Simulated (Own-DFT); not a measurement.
# Device materials side by side: how hard are they to compress?

Everything here is calculated. The program is Own-DFT (plane waves, in-house, since retired, never reviewed by a person); positions were held fixed, and spin and spin-orbit coupling were off.

Keep in mind (not all hold for every row): forces on such cells moved up to 12 meV/angstrom on a denser k mesh; forces not confirmed at this smearing and k mesh; k mesh not checked against a denser one; forces on such cells passed a denser k mesh, each cell not checked; stress not checked against mesh or cutoff.

All runs are PBE with PseudoDojo norm-conserving files; cutoff and k mesh are each material's own. Every cell starts from measured lattice constants and was given uniform random strains and small random moves of its atoms. Each triple is the change of volume in per cent, the rms move u in Å and the pressure in GPa.

- 2H SiC (C36Si36), 10.36 Å³/atom unstrained: (-3.78, 0.051, 14.98); (-2.75, 0.047, 12.19); (-0.34, 0.049, 6.55); (0.94, 0.049, 3.63); (1.09, 0.052, 3.64); (1.40, 0.048, 2.42); (1.42, 0.053, 2.56)
- wurtzite GaN (Ga36N36), 11.42 Å³/atom unstrained: (-3.12, 0.048, 14.48); (-1.11, 0.046, 9.77); (-0.31, 0.051, 8.81); (0.67, 0.051, 6.89); (1.14, 0.053, 6.59); (2.39, 0.048, 3.30); (2.61, 0.047, 2.52)
- diamond silicon (Si64), 20.02 Å³/atom unstrained: (-3.90, 0.050, 6.99); (-2.23, 0.052, 4.91); (-1.96, 0.051, 4.67); (-1.76, 0.051, 4.56); (1.16, 0.048, 1.57); (1.69, 0.056, 1.09); (3.51, 0.047, -0.58)
- zincblende GaP (Ga32P32), 20.24 Å³/atom unstrained: (-2.19, 0.045, 5.24); (-0.90, 0.056, 4.29); (0.61, 0.046, 2.77); (1.34, 0.050, 2.39); (2.02, 0.055, 1.89); (3.10, 0.053, 0.84); (3.50, 0.047, 0.33)
- zincblende GaAs (As32Ga32), 22.58 Å³/atom unstrained: withheld
- grey tin (Sn64), 34.15 Å³/atom unstrained: (-3.21, 0.052, 5.67); (-1.96, 0.051, 4.87); (-1.63, 0.046, 4.68); (-0.73, 0.050, 4.12); (0.15, 0.045, 3.63); (0.41, 0.051, 3.58); (1.17, 0.051, 3.20)

## Worked fit

Fit a line to each set against the fractional change of volume; B is minus its slope, and u is nearly the same within a set. To take it to zero pressure, assume that B rises by 4 GPa for each GPa: B0 = B - 4 x (mean pressure). The bond length of an ideal tetrahedral crystal with the unstrained volume v is d = (√3/4)(8 v)^(1/3). Cohen's empirical rule reads B0 = (1971 - 220 L) d^(-3.5) GPa, with L = 0 for group IV crystals and SiC and 1 for III-V compounds.

```
                  material  L  d (Å)  B (GPa)  mean P (GPa)  B0 (GPa)  rule (GPa)
          2H SiC (C36Si36)  0  1.888  236 ± 4           6.6   210 ± 4         213
    wurtzite GaN (Ga36N36)  1  1.950  200 ± 9           7.5   170 ± 9         169
    diamond silicon (Si64)  0  2.352  101 ± 2           3.3    87 ± 2          99
  zincblende GaP (Ga32P32)  1  2.360   85 ± 3           2.5    75 ± 3          87
zincblende GaAs (As32Ga32)  1  2.448        ?             ?         ?          76
           grey tin (Sn64)  0  2.810   57 ± 2           4.3    40 ± 2          53
```

A line through ln[B0/(1971 - 220 L)] against ln d has a slope of -4.2 ± 0.1 and a scatter of 2 %. Against the rule, B0 stands at 98 % for 2H SiC, 100 % for wurtzite GaN, 88 % for diamond silicon, 86 % for zincblende GaP, 75 % for grey tin. PBE tends to make silicon and heavier crystals too soft, and the rule itself is only a guide.

## Check

Question: what B0 does the fitted trend give for zincblende GaAs (As32Ga32)?

From the line: 64 GPa. Its own runs give B = 72 ± 4 GPa at a mean pressure of 3.4 GPa, so B0 = 59 GPa.
